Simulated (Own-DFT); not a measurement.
# Biaxial strain at fixed height in diamond-structure SiGeSn with randomly placed atoms, 64 atoms (Ge44Si16Sn4)

Source: density functional calculations with Own-DFT, an unreviewed in-house program that is no longer used. Nothing was measured or relaxed, and spin and spin-orbit coupling are left out.

Method: PBE; PseudoDojo norm-conserving scalar-relativistic files; cutoff 49 hartree; 3 x 3 x 3 k mesh centred on Gamma; Fermi-Dirac smearing of 0.1 eV.

Caveats: forces on such cells moved up to 12 meV/angstrom on a denser k mesh; stress not checked against mesh or cutoff.

Unstrained cell vectors in Å: (11.306, 0.000, 0.000); (0.000, 11.306, 0.000); (0.000, 0.000, 11.306). The unstrained cell has measured lattice constants (interpolated for alloys), not those of this functional. That, the random moves and any unrelaxed bonds set the pressure at no strain. Each run strains x and y alike by e, as a substrate would, and holds the height along z. Each atom got a random Gaussian move of width 0.05 Å along each axis. The random placing of the alloy's atoms differs from row to row. Stress is positive in tension.

| e (%) | u (Å) | (s_xx + s_yy)/2 (GPa) | s_zz (GPa) |
|---|---|---|---|
| -2.75 | 0.051 | -10.22 | -8.12 |
| -1.75 | 0.048 | -7.83 | -6.45 |
| -1.25 | 0.053 | -6.60 | -5.77 |
| -0.75 | 0.053 | -5.73 | -5.25 |
| -0.50 | 0.051 | -5.08 | -4.81 |
| -0.25 | 0.052 | -5.02 | -4.76 |
| 0.50 | 0.047 | -3.29 | -3.70 |
| 1.75 | 0.052 | ? | ? |
| 2.25 | 0.050 | -0.70 | -2.18 |
| 2.75 | 0.052 | 0.26 | -1.36 |

## Fit

With e as a fraction, the in-plane stress is -4.3 + 187 e - 982 e² GPa (errors 3 and 193, scatter 0.17), and s_zz is -4.3 + 118 e - 636 e² GPa (slope ± 3, scatter 0.16). At e = 0 the first slope is C11 + C12 and the second 2 C12, both with the ions held to the strained lattice and at the cell's own pressure. The term in e² is negative: the layer stiffens under compression and softens under tension. A free layer would change its height as e changes, and the in-plane slope would drop by 2 C12²/C11 to the biaxial modulus. At fixed height, a misfit of 1 % moves the in-plane stress by about 1.9 GPa and s_zz by 1.2 GPa.

## Check

Asked: what are the two stresses at e = 1.75 %?

The fitted form gives -1.3 and -2.4 GPa. DFT gave -1.31 and -2.46 GPa.
